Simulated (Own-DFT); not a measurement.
SiGe (diamond-structure random alloy, atoms displaced) (calculated)

All values are calculated (Own-DFT development build). A calculation, not a measurement: plane-wave PBE density functional theory by an unreviewed code, no spin, of a simulated periodic cell, stress positive in tension, free energy of the whole cell less one offset for each atom, forces on such cells passed a denser k mesh, this cell's mesh not checked; offsets are fitted by least squares, one for each functional and potential file, so energies compare only between cells with the same atoms and settings and are not formation energies; the far tail of each file's local potential was reset to the Coulomb form; each entry is a single point on an unrelaxed cell, so the pressure reflects the starting lattice, mostly measured values, from which strain is counted, and rises with the displacements; printed positions are rounded, which can move forces by about a meV/angstrom; the program is a retired in-house code; no spin-orbit coupling.

```xyz
32
Lattice="11.0890 0.0000 0.0000 0.0000 11.0890 0.0000 0.0000 0.0000 5.5445" Properties=species:S:1:pos:R:3:force_x:R:1:force_y:R:1:force_z:R:1 formula=SiGe functional=PBE potential_files=PseudoDojo_norm-conserving,scalar-relativistic,standard_set wave_cutoff=42 occupations=Fermi-Dirac smearing_width=0.1 k_mesh=3_x_3_x_6_centred_on_Gamma free_energy_of_cell_above_offsets=0.704 pressure=4.37 stress_xx=-4.4 stress_yy=-4.43 stress_zz=-4.28 stress_yz=-1.47 stress_xz=-0.13 stress_xy=1.21
Si    11.0749     0.0384     5.3806       0.04      0.966      0.844
Ge    11.0458     2.9705     2.7274      1.464     -3.744      0.921
Si     2.8709     0.0674     2.7751     -0.367     -0.343      0.717
Ge     2.7265     2.8721     0.0976      0.039     -1.175     -1.882
Ge     1.4665     1.3837     1.4424      -1.55     -0.141     -0.249
Ge     1.2476     4.2225     4.1286      3.114     -0.823     -0.615
Si     4.2268     1.2581     4.2700     -0.922      2.113     -1.054
Si     4.0522     4.0939     1.4573      2.593      0.778     -0.701
Si     0.0801     5.4641     5.4357     -1.326      2.588      2.883
Si    11.0479     8.3757     2.7929      -0.15     -0.248     -0.125
Ge     2.8559     5.4930     2.7262     -0.849       1.02      1.563
Ge     2.8174     8.3294     5.5301     -0.996        0.3      0.349
Ge     1.4404     6.9604     1.4583     -1.004      -0.27     -0.765
Ge     1.3973     9.7490     4.1453      0.382     -0.084     -0.736
Si     4.0954     6.9819     4.1940      1.262     -1.237      0.062
Ge     4.1407     9.7538     1.3751      0.891     -0.242       0.31
Si     5.5482    11.0431     5.4708      0.689      0.919      2.621
Ge     5.5962     2.8349     2.7904     -3.189     -0.514      0.717
Si     8.2756     0.0582     2.8332      0.476      0.285     -1.358
Si     8.2532     2.7991     0.0810      0.479     -0.237     -0.692
Si     6.8538     1.5553     1.5567      1.574      -2.76     -2.512
Si     6.8388     4.0813     4.1134      1.916      2.494      2.063
Si     9.7275     1.4742     4.0153     -0.766     -0.054      1.493
Ge     9.8259     4.1995     1.4328     -2.572      1.775     -2.861
Si     5.5632     5.6347     0.1269     -1.209     -1.503     -1.488
Si     5.4577     8.3462     2.9006      0.951     -0.033     -0.956
Si     8.4004     5.5515     2.7820     -0.466     -0.541      1.134
Ge     8.3743     8.2315     0.0600     -2.338      1.343      0.035
Ge     7.0228     6.8630     1.4129     -1.024      0.809      1.485
Ge     6.9622     9.7768     4.2210      0.301     -1.408     -0.552
Ge     9.6689     6.9616     4.3400      1.759     -1.508     -2.777
Ge     9.6827     9.7047     1.2024      0.798      1.477      2.128
```

Units: wave_cutoff in hartree; smearing_width, free_energy_of_cell_above_offsets in eV; pressure, stress_xx, stress_yy, stress_zz, stress_yz, stress_xz, stress_xy in GPa; force_x, force_y, force_z in eV/Å.
